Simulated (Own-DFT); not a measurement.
HfO2 (monoclinic hafnia, atoms displaced) (calculated)

A calculation, not a measurement: plane-wave density functional theory by an unreviewed code, no spin, of a simulated periodic cell, stress positive in tension, run twice, with PBE and with PBEsol, both on files made for PBE, so the change isn't that of files made for PBEsol, hafnium file: forces about 75 meV/angstrom off all-electron values; oxygen file: force components 24 meV/angstrom off all-electron in one glass; forces on such cells passed a denser k mesh, this cell's mesh not checked; the far tail of each file's local potential was reset to the Coulomb form; each entry is a single point on an unrelaxed cell, so the pressure reflects the starting lattice, mostly measured values (interpolated for alloys), from which strain is counted, and rises with the displacements; printed positions are rounded, which can move forces by about a meV/angstrom; the program, named Own-DFT, is a retired in-house code; no spin-orbit coupling; stress was not checked against mesh or cutoff. Program: Own-DFT development build.

```cif
# cell vector a (Å): 10.2340 0.0000 0.0000
# cell vector b (Å): 0.0000 10.3500 0.0000
# cell vector c (Å): -1.6955 0.0000 10.4453
data_HfO2
_symmetry_space_group_name_H-M 'P 1'
_symmetry_Int_Tables_number 1
_cell_length_a 10.2340
_cell_length_b 10.3500
_cell_length_c 10.5820
_cell_angle_alpha 90.000
_cell_angle_beta 99.220
_cell_angle_gamma 90.000
_cell_volume 1106.39
loop_
_atom_site_label
_atom_site_type_symbol
_atom_site_fract_x
_atom_site_fract_y
_atom_site_fract_z
_atom_site_occupancy
Hf1 Hf 0.13718 0.01918 0.10157 1
Hf2 Hf 0.36252 0.26977 0.14675 1
Hf3 Hf 0.36080 0.47865 0.39221 1
Hf4 Hf 0.13992 0.23198 0.35779 1
O1 O 0.03689 0.16698 0.17031 1
O2 O 0.46104 0.41628 0.07625 1
O3 O 0.46020 0.33338 0.32553 1
O4 O 0.03549 0.08259 0.42595 1
O5 O 0.22163 0.37697 0.24174 1
O6 O 0.27614 0.12947 0.00886 1
O7 O 0.27805 0.11955 0.26041 1
O8 O 0.22454 0.37419 0.48800 1
Hf5 Hf 0.13787 0.01880 0.60133 1
Hf6 Hf 0.36007 0.27053 0.64507 1
Hf7 Hf 0.35897 0.48049 0.89392 1
Hf8 Hf 0.13692 0.22898 0.85371 1
O9 O 0.03262 0.16650 0.67366 1
O10 O 0.46115 0.41493 0.57612 1
O11 O 0.45929 0.33558 0.82422 1
O12 O 0.03613 0.08397 0.92281 1
O13 O 0.22364 0.37788 0.74167 1
O14 O 0.27329 0.12965 0.50802 1
O15 O 0.27585 0.12198 0.76100 1
O16 O 0.22241 0.37194 0.99461 1
Hf9 Hf 0.13853 0.51966 0.10367 1
Hf10 Hf 0.36103 0.77266 0.14621 1
Hf11 Hf 0.36133 0.97809 0.39562 1
Hf12 Hf 0.13575 0.72966 0.35111 1
O17 O 0.03819 0.66793 0.17292 1
O18 O 0.46410 0.91667 0.07722 1
O19 O 0.46214 0.83189 0.32238 1
O20 O 0.03542 0.58533 0.42489 1
O21 O 0.22622 0.88222 0.23906 1
O22 O 0.27698 0.63207 0.00958 1
O23 O 0.27730 0.62005 0.25911 1
O24 O 0.22162 0.86993 0.48980 1
Hf13 Hf 0.13744 0.51904 0.60128 1
Hf14 Hf 0.36675 0.77164 0.64757 1
Hf15 Hf 0.36052 0.97973 0.89416 1
Hf16 Hf 0.13808 0.72929 0.85213 1
O25 O 0.03517 0.66659 0.67503 1
O26 O 0.46393 0.91404 0.57985 1
O27 O 0.46074 0.83485 0.82621 1
O28 O 0.03544 0.58261 0.92751 1
O29 O 0.22035 0.88255 0.74087 1
O30 O 0.27467 0.63274 0.51217 1
O31 O 0.27646 0.62537 0.75813 1
O32 O 0.22081 0.87002 0.99091 1
Hf17 Hf 0.63944 0.01802 0.10611 1
Hf18 Hf 0.86318 0.27415 0.14525 1
Hf19 Hf 0.86078 0.47679 0.39634 1
Hf20 Hf 0.63749 0.22573 0.35552 1
O33 O 0.53648 0.16715 0.17075 1
O34 O 0.96290 0.41824 0.07254 1
O35 O 0.96815 0.33247 0.32790 1
O36 O 0.53754 0.08510 0.42356 1
O37 O 0.72350 0.37844 0.24017 1
O38 O 0.77968 0.12757 0.01136 1
O39 O 0.77758 0.12125 0.25547 1
O40 O 0.72305 0.37196 0.49103 1
Hf21 Hf 0.63827 0.01766 0.60281 1
Hf22 Hf 0.85944 0.27158 0.64504 1
Hf23 Hf 0.86231 0.47958 0.89691 1
Hf24 Hf 0.63555 0.22740 0.85274 1
O41 O 0.53727 0.16730 0.67178 1
O42 O 0.96603 0.41546 0.57856 1
O43 O 0.96214 0.33311 0.82818 1
O44 O 0.53605 0.08415 0.92333 1
O45 O 0.72232 0.37786 0.73668 1
O46 O 0.77295 0.13056 0.50817 1
O47 O 0.77675 0.12253 0.75840 1
O48 O 0.72749 0.37213 0.98979 1
Hf25 Hf 0.63964 0.52471 0.10250 1
Hf26 Hf 0.86122 0.76963 0.14678 1
Hf27 Hf 0.85955 0.98186 0.39583 1
Hf28 Hf 0.63931 0.73216 0.35517 1
O49 O 0.53867 0.66434 0.17556 1
O50 O 0.95844 0.91576 0.07737 1
O51 O 0.96478 0.83496 0.32703 1
O52 O 0.53688 0.58436 0.42208 1
O53 O 0.72207 0.87565 0.23935 1
O54 O 0.77484 0.63198 0.00977 1
O55 O 0.77345 0.62335 0.26163 1
O56 O 0.72490 0.87338 0.48927 1
Hf29 Hf 0.63630 0.52114 0.60692 1
Hf30 Hf 0.86054 0.77132 0.64520 1
Hf31 Hf 0.86224 0.98169 0.89440 1
Hf32 Hf 0.63839 0.73171 0.85555 1
O57 O 0.53694 0.66686 0.67318 1
O58 O 0.96242 0.91513 0.57706 1
O59 O 0.96106 0.83396 0.82555 1
O60 O 0.53730 0.58360 0.92343 1
O61 O 0.72430 0.87893 0.73915 1
O62 O 0.77593 0.62705 0.51040 1
O63 O 0.77606 0.62055 0.75935 1
O64 O 0.72412 0.86906 0.98875 1
_calc_functional 'PBE, then PBEsol'
_calc_potential_files 'PseudoDojo norm-conserving, scalar-relativistic, standard set'
_calc_wave_cutoff 72  # hartree
_calc_occupations 'Fermi-Dirac'
_calc_smearing_width 0.1  # eV
_calc_k_mesh '2 x 2 x 2 centred on Gamma'
_calc_PBE_pressure 3.72  # GPa
_calc_PBE_stress_xx -3.29  # GPa
_calc_PBE_stress_yy -3.74  # GPa
_calc_PBE_stress_zz -4.13  # GPa
_calc_PBE_stress_yz 0.22  # GPa
_calc_PBE_stress_xz 0.1  # GPa
_calc_PBE_stress_xy -0.14  # GPa
_calc_PBEsol_pressure -2.74  # GPa
_calc_PBEsol_stress_xx 3.18  # GPa
_calc_PBEsol_stress_yy 2.67  # GPa
_calc_PBEsol_stress_zz 2.36  # GPa
_calc_PBEsol_stress_yz 0.21  # GPa
_calc_PBEsol_stress_xz 0.45  # GPa
_calc_PBEsol_stress_xy -0.13  # GPa
_calc_rms_change_of_force_components_from_PBE_to_PBEsol 0.037  # eV/angstrom
```

Force:
```csv
force element,PBE force x (eV/Å),PBE force y (eV/Å),PBE force z (eV/Å),PBEsol force x (eV/Å),PBEsol force y (eV/Å),PBEsol force z (eV/Å)
Hf,-0.287,0.46,0.441,-0.27,0.499,0.404
Hf,-0.184,0.108,-0.389,-0.182,0.156,-0.353
Hf,0.403,0.652,0.539,0.384,0.58,0.546
Hf,-0.011,-0.82,-1.067,0.002,-0.828,-1.066
O,-0.106,0.159,0.264,-0.098,0.167,0.298
O,0.645,0.354,-0.066,0.611,0.355,-0.114
O,0.837,-0.422,0.368,0.797,-0.423,0.307
O,-0.339,0.229,-0.584,-0.324,0.2,-0.512
O,-0.048,0.166,-0.147,0.018,0.154,-0.134
O,-0.039,-0.161,0.088,-0.103,-0.165,0.084
O,-0.082,0.059,0.206,-0.136,0.059,0.208
O,-0.321,-0.253,0.293,-0.255,-0.246,0.278
Hf,-0.544,0.219,0.619,-0.529,0.255,0.574
Hf,0.272,0.064,0.177,0.264,0.118,0.204
Hf,0.201,0.044,0.661,0.193,-0.008,0.672
Hf,-0.069,0.252,0.075,-0.064,0.195,0.044
O,0.297,-0.261,-0.17,0.297,-0.232,-0.112
O,0.451,0.338,0.043,0.428,0.339,-0.001
O,0.917,-0.42,0.28,0.878,-0.425,0.218
O,-0.3,-0.311,-0.146,-0.288,-0.318,-0.094
O,-0.281,0.331,-0.389,-0.206,0.313,-0.379
O,0.409,-0.034,0.33,0.331,-0.035,0.318
O,0.094,-0.016,-0.302,0.029,-0.01,-0.287
O,0.004,-0.103,-0.726,0.064,-0.088,-0.705
Hf,0.275,0.083,0.014,0.275,0.124,-0.024
Hf,0.265,-0.562,-0.42,0.249,-0.495,-0.381
Hf,-0.24,0.071,-0.309,-0.252,0.027,-0.295
Hf,0.282,-0.093,0.72,0.267,-0.138,0.682
O,-0.514,0.036,-0.139,-0.494,0.053,-0.079
O,0.119,0.033,-0.098,0.108,0.044,-0.138
O,0.264,0.552,0.992,0.245,0.524,0.912
O,-0.416,-0.261,-0.402,-0.39,-0.275,-0.34
O,-0.316,-0.413,0.175,-0.235,-0.408,0.168
O,-0.076,-0.367,-0.124,-0.141,-0.364,-0.121
O,-0.133,0.107,0.041,-0.191,0.105,0.04
O,0.357,0.497,-0.171,0.409,0.501,-0.17
Hf,0.126,0.921,0.538,0.124,0.949,0.491
Hf,-1.466,-0.737,-0.359,-1.43,-0.681,-0.323
Hf,-0.301,0.303,0.473,-0.303,0.255,0.481
Hf,-0.444,0.001,0.212,-0.423,-0.041,0.178
O,-0.127,-0.244,-0.28,-0.115,-0.215,-0.222
O,0.728,0.924,-0.662,0.705,0.91,-0.688
O,0.733,-0.279,0.375,0.704,-0.284,0.31
O,0.228,0.52,-0.638,0.229,0.482,-0.566
O,0.276,-0.335,-0.035,0.331,-0.331,-0.03
O,0.221,-0.433,-0.418,0.147,-0.428,-0.403
O,-0.024,-0.6,0.424,-0.088,-0.579,0.421
O,0.23,0.281,-0.233,0.288,0.284,-0.225
Hf,0.031,0.541,-0.635,0.037,0.575,-0.643
Hf,0.077,-0.734,-0.19,0.07,-0.68,-0.168
Hf,-0.113,0.466,0.044,-0.12,0.414,0.075
Hf,0.101,1.238,-0.774,0.105,1.155,-0.775
O,0.06,-0.207,0.279,0.063,-0.194,0.327
O,0.324,-0.081,0.999,0.307,-0.064,0.92
O,-0.53,0.414,0.062,-0.521,0.388,0.015
O,-0.95,-0.905,-0.057,-0.909,-0.892,-0.009
O,0.246,0.185,0.004,0.314,0.178,0.005
O,-0.382,0.168,-0.232,-0.43,0.155,-0.223
O,-0.284,-0.253,0.826,-0.347,-0.248,0.81
O,0.068,-0.264,-0.392,0.138,-0.256,-0.379
Hf,-0.029,0.663,0.547,-0.017,0.695,0.507
Hf,0.226,-0.014,0.33,0.211,0.03,0.352
Hf,-0.033,-0.008,-0.668,-0.029,-0.064,-0.615
Hf,0.195,0.553,0.231,0.194,0.487,0.187
O,-0.376,-0.178,-0.135,-0.356,-0.158,-0.074
O,-0.1,-0.001,-0.31,-0.106,0.016,-0.358
O,0.225,-0.049,-0.075,0.209,-0.058,-0.122
O,-0.172,-0.24,-0.131,-0.159,-0.244,-0.086
O,-0.169,0.086,0.345,-0.1,0.079,0.323
O,0.346,-0.248,0.035,0.27,-0.25,0.028
O,-0.215,-0.267,0.106,-0.271,-0.253,0.105
O,-0.528,-0.268,-0.251,-0.437,-0.252,-0.24
Hf,-0.735,-0.837,0.395,-0.715,-0.756,0.363
Hf,0.25,0.089,-0.116,0.236,0.139,-0.094
Hf,0.898,-0.21,-0.161,0.875,-0.251,-0.126
Hf,-0.349,-1.095,-0.119,-0.329,-1.125,-0.156
O,-0.746,0.517,-0.385,-0.706,0.518,-0.328
O,0.873,0.437,-0.002,0.84,0.436,-0.054
O,-0.194,0.148,0.083,-0.195,0.124,0.031
O,-0.415,-0.181,0.145,-0.395,-0.187,0.188
O,0.041,0.518,0.075,0.097,0.497,0.071
O,0.212,-0.242,0.103,0.134,-0.239,0.106
O,0.684,-0.436,0.07,0.598,-0.413,0.065
O,-0.387,-0.052,-0.024,-0.316,-0.039,-0.022
Hf,0.156,-0.265,-0.72,0.167,-0.213,-0.728
Hf,0.443,-0.574,0.212,0.433,-0.511,0.24
Hf,-0.046,-0.215,0.27,-0.049,-0.256,0.292
Hf,0.1,-0.422,-0.13,0.111,-0.462,-0.145
O,-0.275,0.266,0.096,-0.264,0.276,0.141
O,0.275,0.351,-0.121,0.257,0.355,-0.167
O,0.461,-0.129,0.287,0.438,-0.136,0.224
O,-0.356,0.079,-0.372,-0.332,0.071,-0.308
O,-0.404,0.12,-0.126,-0.331,0.11,-0.128
O,0.059,0.304,0.153,-0.005,0.293,0.15
O,-0.192,0.144,0.32,-0.255,0.148,0.311
O,-0.34,0.447,0.035,-0.272,0.435,0.033
```
